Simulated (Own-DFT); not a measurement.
# Computed records: Hf$_{16}$O$_{31}$ (monoclinic hafnia with two neutral oxygen vacancies, atoms displaced)

A calculation, not a measurement: plane-wave PBE and HSE06 DFT by an unreviewed code, no spin, of a simulated cell at Gamma alone, so results move with cell size and shape, stress positive in tension, energies less offsets, not probed for a lower state with spin; hafnium file: forces about 75 meV/angstrom off all-electron values; oxygen file: force components 24 meV/angstrom off all-electron in a glass; k mesh not checked against a denser one; forces and stress are PBE's, HSE06 gives the energy alone, and its difference from PBE has offsets of its own; offsets are fitted by least squares, one for each functional and potential file, so energies compare only between cells with the same atoms and settings and are not formation energies; the far tail of each file's local potential was reset to the Coulomb form; each entry is a single point on an unrelaxed cell, so the pressure reflects the starting lattice, mostly measured values, from which strain is counted, and rises with the displacements; printed positions are rounded, which can move forces by about a meV/angstrom; the program is a retired in-house code; no spin-orbit coupling. Program: Own-DFT development build.

Common to all runs: first functional PBE; second functional HSE06; exact exchange share 0.25; screening 0.11 1/bohr; exchange divergence Gygi-Baldereschi; potential files PseudoDojo norm-conserving, scalar-relativistic, made for PBE, standard set; wave cutoff 48 hartree; occupations fixed; k mesh 1 x 1 x 1 centred on Gamma.

(1) Hf$_{16}$O$_{31}$ (monoclinic hafnia with two neutral oxygen vacancies, atoms displaced)

```
Hf16O31
1.0
     10.2340     0.0000     0.0000
      0.0000    10.3500     0.0000
     -1.6955     0.0000    10.4453
Hf O Hf O Hf O Hf O Hf O Hf O Hf O Hf O
4 8 4 8 4 8 4 8 4 7 4 7 4 8 4 8
Direct
  0.13749 0.02116 0.10705
  0.36334 0.26898 0.14917
  0.36357 0.47870 0.39910
  0.14154 0.23157 0.35477
  0.03963 0.16535 0.17288
  0.46123 0.41317 0.07707
  0.46378 0.33294 0.32756
  0.03466 0.08176 0.42278
  0.22790 0.38239 0.23980
  0.27532 0.13093 0.01198
  0.28089 0.11857 0.26543
  0.22839 0.36985 0.49051
  0.14360 0.02475 0.60438
  0.36078 0.27221 0.64409
  0.36064 0.48105 0.89443
  0.13609 0.23001 0.85590
  0.03025 0.16921 0.67089
  0.45869 0.41463 0.57612
  0.46439 0.33359 0.82433
  0.03469 0.08488 0.92235
  0.22638 0.37462 0.74292
  0.27399 0.12843 0.51409
  0.28322 0.12079 0.76409
  0.22727 0.36856 0.99011
  0.13989 0.52020 0.10533
  0.36004 0.76801 0.14036
  0.36050 0.98015 0.39097
  0.13865 0.72845 0.35824
  0.03610 0.66542 0.17306
  0.46171 0.91444 0.08064
  0.46611 0.82864 0.32960
  0.03561 0.58243 0.42107
  0.22494 0.88017 0.23862
  0.27982 0.62856 0.01044
  0.27806 0.62085 0.26273
  0.22645 0.87067 0.49159
  0.13747 0.51688 0.60532
  0.36387 0.76730 0.64317
  0.36138 0.97599 0.89642
  0.13577 0.73138 0.85790
  0.03625 0.66791 0.67524
  0.46176 0.91543 0.57004
  0.46395 0.83230 0.82533
  0.03628 0.58603 0.92854
  0.21940 0.87807 0.74212
  0.27171 0.63056 0.51512
  0.27886 0.61824 0.75864
  0.22582 0.87039 0.99034
  0.63151 0.01777 0.10320
  0.86420 0.26567 0.14601
  0.86043 0.48258 0.39861
  0.63841 0.23165 0.35263
  0.54164 0.16290 0.17603
  0.96042 0.33219 0.32216
  0.53986 0.08261 0.42437
  0.72776 0.38028 0.23864
  0.77439 0.12529 0.01224
  0.77563 0.12378 0.26547
  0.72334 0.36501 0.49133
  0.63723 0.01877 0.60565
  0.85897 0.26991 0.64514
  0.86163 0.47726 0.89567
  0.63740 0.23369 0.85375
  0.54127 0.16586 0.67639
  0.95884 0.41858 0.57605
  0.53945 0.08298 0.92242
  0.72266 0.37838 0.74217
  0.77732 0.12564 0.50878
  0.77863 0.11962 0.75508
  0.72942 0.37203 0.99009
  0.63514 0.51782 0.10229
  0.86685 0.77460 0.15062
  0.86360 0.97964 0.40160
  0.63616 0.73137 0.35044
  0.53368 0.66610 0.17611
  0.96596 0.91448 0.07560
  0.96593 0.83214 0.32875
  0.53714 0.58547 0.42551
  0.72269 0.87379 0.24411
  0.77474 0.62870 0.01114
  0.77400 0.62117 0.26221
  0.72385 0.86624 0.49178
  0.64038 0.51923 0.60837
  0.86426 0.77074 0.64945
  0.86462 0.97904 0.89552
  0.63871 0.73352 0.85144
  0.53504 0.66437 0.67337
  0.95828 0.91814 0.57736
  0.95876 0.83385 0.82124
  0.54174 0.59129 0.92392
  0.72936 0.87692 0.73971
  0.77266 0.63022 0.50987
  0.77665 0.61709 0.76274
  0.72278 0.87177 0.99062
```

| Quantity | Value |
| --- | --- |
| PBE energy of cell above offsets | -91.537 eV |
| HSE06 less PBE above offsets | 0.389 eV |
| PBE pressure | 3.56 GPa |
| PBE stress xx | -3.19 GPa |
| PBE stress yy | -3.4 GPa |
| PBE stress zz | -4.08 GPa |
| PBE stress yz | 0.18 GPa |
| PBE stress xz | -0.51 GPa |
| PBE stress xy | -0.27 GPa |

Force:
```csv
element,x (eV/Å),y (eV/Å),z (eV/Å)
Hf,0.484,-0.276,-0.535
Hf,0.221,0.038,-0.638
Hf,0.811,0.92,-0.73
Hf,-1.224,-0.334,-0.111
O,-0.173,0.43,0.23
O,0.778,0.416,-0.201
O,0.033,0.054,0.106
O,0.974,0.725,-0.091
O,-0.519,-0.796,0.198
O,-0.019,-0.591,0.343
O,-0.507,1.078,-0.597
O,-1.009,0.024,-0.128
Hf,-1.429,-0.895,0.513
Hf,0.67,-0.938,0.971
Hf,0.656,-0.312,0.213
Hf,-0.116,0.232,-0.03
O,1.025,-0.059,0.519
O,1.288,0.635,0.442
O,0.145,0.54,0.45
O,0.073,-0.15,0.058
O,-0.442,0.434,-0.585
O,0.412,0.322,-0.562
O,-0.81,-0.053,-0.333
O,-0.354,0.517,-0.155
Hf,-0.471,-0.135,-0.185
Hf,0.188,-0.203,1.89
Hf,1.33,-1.36,1.014
Hf,0.211,0.089,-0.567
O,0.226,-0.186,0.118
O,0.252,0.434,-0.513
O,-1.24,1.034,-0.423
O,-0.02,-0.341,0.399
O,-0.169,-0.192,-0.012
O,-0.317,-0.28,-0.357
O,-0.262,0.194,0.116
O,-0.451,0.236,-0.326
Hf,-0.634,0.727,0.383
Hf,-0.279,0.864,0.381
Hf,0.319,0.653,-0.402
Hf,0.216,-0.31,-0.956
O,0.555,-0.706,-0.11
O,0.288,-0.071,0.972
O,-0.18,0.369,0.084
O,-0.418,-0.552,-0.321
O,0.363,0.13,-0.252
O,0.198,-0.653,-0.518
O,-0.491,0.078,0.413
O,-0.514,0.061,-0.135
Hf,1.587,-0.138,0.366
Hf,-0.278,0.67,-0.433
Hf,-0.405,-0.094,-1.03
Hf,0.615,-0.896,0.668
O,-1.551,0.895,-0.459
O,1.218,-0.105,0.648
O,-0.747,0.043,-0.345
O,-0.548,-0.192,-0.09
O,0.317,0.249,0.023
O,0.531,-0.503,-0.543
O,-0.252,0.879,0.072
Hf,0.466,-0.111,-0.781
Hf,-0.12,-0.621,-0.156
Hf,0.012,0.323,0.633
Hf,0.446,-1.24,0.219
O,-1,0.459,-0.495
O,0.812,0.096,0.596
O,-0.995,-0.417,0.034
O,0.671,-0.039,0.001
O,-0.131,0.21,0.462
O,-0.134,0.029,0.919
O,0.154,-0.065,0.184
Hf,0.872,1.187,0.656
Hf,-1.255,-1.227,-0.539
Hf,-1.075,-0.145,-0.478
Hf,0.48,-0.356,1.146
O,-0.115,-0.609,-1.059
O,0.529,0.375,-0.003
O,0.329,0.1,0.128
O,-0.855,-0.999,0.284
O,0.39,1.008,-0.762
O,0.601,0.026,0.279
O,0.342,-0.185,-0.233
O,-0.11,0.517,0.072
Hf,-0.134,0.636,-1.087
Hf,-0.638,-0.254,-1.776
Hf,-1.178,0.579,-0.089
Hf,0.692,-0.344,0.878
O,0.033,-0.08,-0.223
O,1.409,0.345,0.494
O,1.408,-0.168,1.607
O,-1.732,-1.487,-0.014
O,-0.963,0.317,0.127
O,0.376,-0.788,0.547
O,0.029,0.298,-0.379
O,0.225,-0.017,-0.11
```

(2) Hf$_{16}$O$_{31}$ (monoclinic hafnia with two neutral oxygen vacancies, atoms displaced)

```
Hf16O31
1.0
     10.2340     0.0000     0.0000
      0.0000    10.3500     0.0000
     -1.6955     0.0000    10.4453
Hf O Hf O Hf O Hf O Hf O Hf O Hf O Hf O
4 8 4 8 4 7 4 7 4 8 4 8 4 8 4 8
Direct
  0.14817 0.02412 0.09453
  0.35746 0.27558 0.13768
  0.36184 0.47010 0.40342
  0.14317 0.22506 0.34222
  0.03211 0.16579 0.15701
  0.45826 0.41821 0.08115
  0.45984 0.32441 0.32933
  0.03062 0.09272 0.42317
  0.22801 0.38688 0.24599
  0.28319 0.12234 0.01156
  0.27639 0.11157 0.26141
  0.22339 0.36782 0.50087
  0.12613 0.01924 0.60052
  0.35775 0.26856 0.64142
  0.35514 0.47539 0.90032
  0.14333 0.24499 0.85721
  0.03385 0.16986 0.67576
  0.45916 0.42254 0.56988
  0.46695 0.33225 0.82142
  0.03230 0.08673 0.92822
  0.23100 0.37866 0.74629
  0.27483 0.13344 0.51900
  0.26663 0.10560 0.76692
  0.22288 0.37269 0.97054
  0.13257 0.51579 0.09398
  0.37545 0.76470 0.13984
  0.36593 0.97350 0.38297
  0.13942 0.73090 0.35288
  0.05689 0.66936 0.17909
  0.45402 0.90207 0.08223
  0.46488 0.83229 0.33366
  0.04302 0.57650 0.43472
  0.21689 0.85742 0.23229
  0.26654 0.63392 0.00277
  0.28565 0.61692 0.25337
  0.14766 0.51100 0.59532
  0.34804 0.76930 0.65452
  0.36640 0.97925 0.90295
  0.14919 0.73485 0.85347
  0.04932 0.66048 0.67844
  0.46034 0.91911 0.57386
  0.45645 0.82357 0.81835
  0.04816 0.58138 0.92442
  0.21905 0.88802 0.72463
  0.26725 0.61480 0.76295
  0.22552 0.88004 0.99842
  0.63985 0.01706 0.10631
  0.85076 0.27080 0.15379
  0.86948 0.47796 0.39767
  0.63316 0.21071 0.35443
  0.54257 0.16446 0.18702
  0.96399 0.42894 0.07706
  0.96049 0.33887 0.32534
  0.54337 0.08214 0.43606
  0.72001 0.37479 0.24624
  0.77917 0.12259 0.01264
  0.76881 0.11229 0.26007
  0.73161 0.38236 0.47413
  0.63746 0.02374 0.60619
  0.84804 0.27175 0.63066
  0.86074 0.47834 0.89939
  0.63503 0.22241 0.84984
  0.52907 0.17649 0.67958
  0.96985 0.40795 0.57992
  0.95733 0.32496 0.83016
  0.53358 0.09306 0.92152
  0.72755 0.37996 0.75531
  0.78976 0.13711 0.50979
  0.78398 0.12277 0.77228
  0.72418 0.37834 0.98552
  0.63262 0.51679 0.10337
  0.85673 0.77441 0.14397
  0.86064 0.98868 0.39680
  0.64239 0.72564 0.34797
  0.53405 0.67114 0.17884
  0.95181 0.91321 0.07600
  0.96130 0.82771 0.32909
  0.53906 0.58242 0.42547
  0.73547 0.87333 0.22425
  0.76720 0.62628 0.99798
  0.78414 0.63832 0.25296
  0.70457 0.87666 0.47874
  0.63231 0.51971 0.59920
  0.86895 0.77120 0.65518
  0.86931 0.98684 0.89712
  0.61765 0.72795 0.85479
  0.54451 0.66352 0.67939
  0.96568 0.91983 0.56468
  0.96353 0.84137 0.82561
  0.53548 0.59214 0.92908
  0.71726 0.87155 0.73760
  0.77504 0.63923 0.50682
  0.77941 0.60842 0.75905
  0.71426 0.86922 0.99288
```

| Property | Result |
| --- | --- |
| PBE energy of cell above offsets | -78.633 eV |
| HSE06 less PBE above offsets | 1.082 eV |
| PBE pressure | 8.8 GPa |
| PBE stress xx | -8.54 GPa |
| PBE stress yy | -8.43 GPa |
| PBE stress zz | -9.43 GPa |
| PBE stress yz | 0.43 GPa |
| PBE stress xz | -0.8 GPa |
| PBE stress xy | -0.91 GPa |

Force:
```csv
element,x (eV/Å),y (eV/Å),z (eV/Å)
Hf,-3.323,-2.296,1.714
Hf,0.901,-0.971,3.068
Hf,0.34,3.209,-3.222
Hf,-1.627,0.168,1.342
O,0.122,1.192,1.99
O,0.1,-0.097,-0.247
O,0.135,-0.475,-0.392
O,0.31,0.412,-1.188
O,-0.385,-2.54,-1.405
O,0.675,2.12,0.506
O,-0.178,1.251,-1.249
O,0.258,-0.723,-2.285
Hf,1.755,3.039,0.538
Hf,-0.357,0.146,1.808
Hf,2.886,2.089,-3.018
Hf,-3.985,-4.987,-4.576
O,-0.149,-0.214,-0.64
O,0.26,-1.641,2.205
O,-1.084,1.434,1.44
O,1.868,0.707,-0.265
O,-0.107,-0.521,-0.716
O,-0.133,-0.911,-1.797
O,0.716,1.849,0.384
O,-0.045,0.954,5.225
Hf,0.385,3.434,2.86
Hf,-7.511,-3.724,3.04
Hf,-1.224,-1.476,3.028
Hf,0.189,-0.504,-0.401
O,-2.118,-0.807,-1.379
O,5.106,6.084,-2.014
O,1.043,-0.648,-1.32
O,0.132,0.898,-1.563
O,1.105,2.883,0.419
O,2.331,-0.144,0.358
O,0.388,-0.891,1.684
Hf,-1.864,1.975,2.532
Hf,2.021,-0.223,-4.027
Hf,-0.547,0.493,-2.25
Hf,-2.866,-1.031,0.092
O,-1.838,1.513,-0.36
O,-0.376,-0.242,0.881
O,-2.254,2.785,2.228
O,-1.407,0.48,-1.55
O,0.068,-2.535,1.811
O,2.283,0.288,-0.234
O,0.205,-0.936,-2.741
Hf,1.13,-0.942,-1.261
Hf,1.637,0.508,-1.945
Hf,-0.326,2.175,0.255
Hf,0.579,4.625,1.075
O,-2.163,-0.64,-3.159
O,-1.415,-2.208,1.341
O,1.826,-1.921,-0.865
O,-1.276,-0.047,-0.861
O,-0.093,0.744,-1.751
O,-1.244,0.978,1.155
O,0.674,0.918,-0.467
O,-1.969,-1.749,2.158
Hf,-0.936,-2.937,1.21
Hf,2.882,2.447,4.782
Hf,0.491,0.807,-1.879
Hf,2.062,3.149,0.852
O,2,-2.181,-1.836
O,-0.321,0.237,-0.674
O,1.375,0.281,0.377
O,-1.854,-2.677,1.811
O,-0.867,-0.942,-3.14
O,-1.596,-2.076,-1.199
O,-1.212,0.202,-2.52
O,-1.322,-1.516,2.113
Hf,2.475,1.225,-0.131
Hf,2.928,-2.279,-2.125
Hf,0.963,-3.595,-0.659
Hf,0.138,0.775,2.686
O,2.651,-2.738,-0.877
O,2.488,1.719,-0.292
O,0.24,0.978,0.698
O,-0.689,-0.062,-0.92
O,-3.389,2.466,2.446
O,0.227,0.38,1.835
O,-1.146,-3.605,1.064
O,1.62,1.272,0.397
Hf,2.095,1.319,1.454
Hf,-0.848,-1.637,-0.721
Hf,-1.326,-1.686,0.9
Hf,6.203,0.462,-0.417
O,-1.969,-0.091,-1.255
O,-1.872,-1.73,1.135
O,1.582,-0.969,-0.218
O,-3.466,-3.07,1.282
O,0.625,1.11,-0.521
O,0.399,-0.51,0.193
O,0.543,1.582,-0.827
O,-0.737,0.581,-1.016
```
